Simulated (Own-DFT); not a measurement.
# What random displacements cost in a stack of InAs and GaAs layers, 64 atoms (As32Ga24In8)

All numbers below are calculated, not measured. They come from Own-DFT, an in-house plane-wave density functional program, since retired, whose code no person has reviewed. Each row is one single-point run on a periodic cell that was not relaxed, without spin or spin-orbit coupling.

Settings of every run: PBE; PseudoDojo norm-conserving scalar-relativistic files; cutoff 42 hartree; 3 x 3 x 3 k mesh centred on Gamma; Fermi-Dirac smearing of 0.1 eV.

Known limits: forces on such cells passed a denser k mesh, each cell not checked; stress not checked against mesh or cutoff.

Cell vectors in Å: (11.307, 0.000, 0.000); (0.000, 11.307, 0.000); (0.000, 0.000, 11.307). In each run every atom was moved at random and independently from its ideal site; u is the rms move along one axis. E is the free energy for each atom above the fitted value at u = 0, and F the rms of the force components.

```
run,u (Å),E (meV/atom),F (eV/Å),largest force (eV/Å),P (GPa)
1,0.0277,15.3,0.677,2.66,8.95
2,0.0284,?,?,?,?
3,0.0286,17.0,0.697,2.71,8.97
4,0.0566,56.5,1.005,5.62,9.42
5,0.0612,64.7,1.054,3.72,9.59
6,0.1046,203.6,1.878,10.31,11.44
7,0.1049,234.9,2.264,11.50,11.67
8,0.1100,258.1,2.260,13.67,12.45
```

## Worked fit

For small independent moves the energy grows as E = (3/2) K u², with K the mean stiffness felt by one atom. The runs with u up to 0.11 Å give K = 13.0 ± 0.6 eV/Å², with residuals divided by u² + 0.0006 Å², since the noise grows with the moves. The scatter is 5.1 meV/atom at u = 0.05 Å. The forces follow F² = F0² + G² u², fitted to F/u, with G = 18.4 eV/Å² and F0 = 0.44 eV/Å. F0 is the force that atoms already bear on their ideal sites. G exceeds K because the moves of its neighbours add to the force on an atom, and stiffness differs between atoms. The pressure follows P = 8.63 + 284 u² GPa: at fixed volume, shortened bonds push harder than stretched ones pull.

## Withheld run

Question: what energy and rms force should run 2 give?

The fit gives 16 ± 2 meV/atom and about 0.68 eV/Å. The calculation gave 17.7 meV/atom and 0.711 eV/Å.
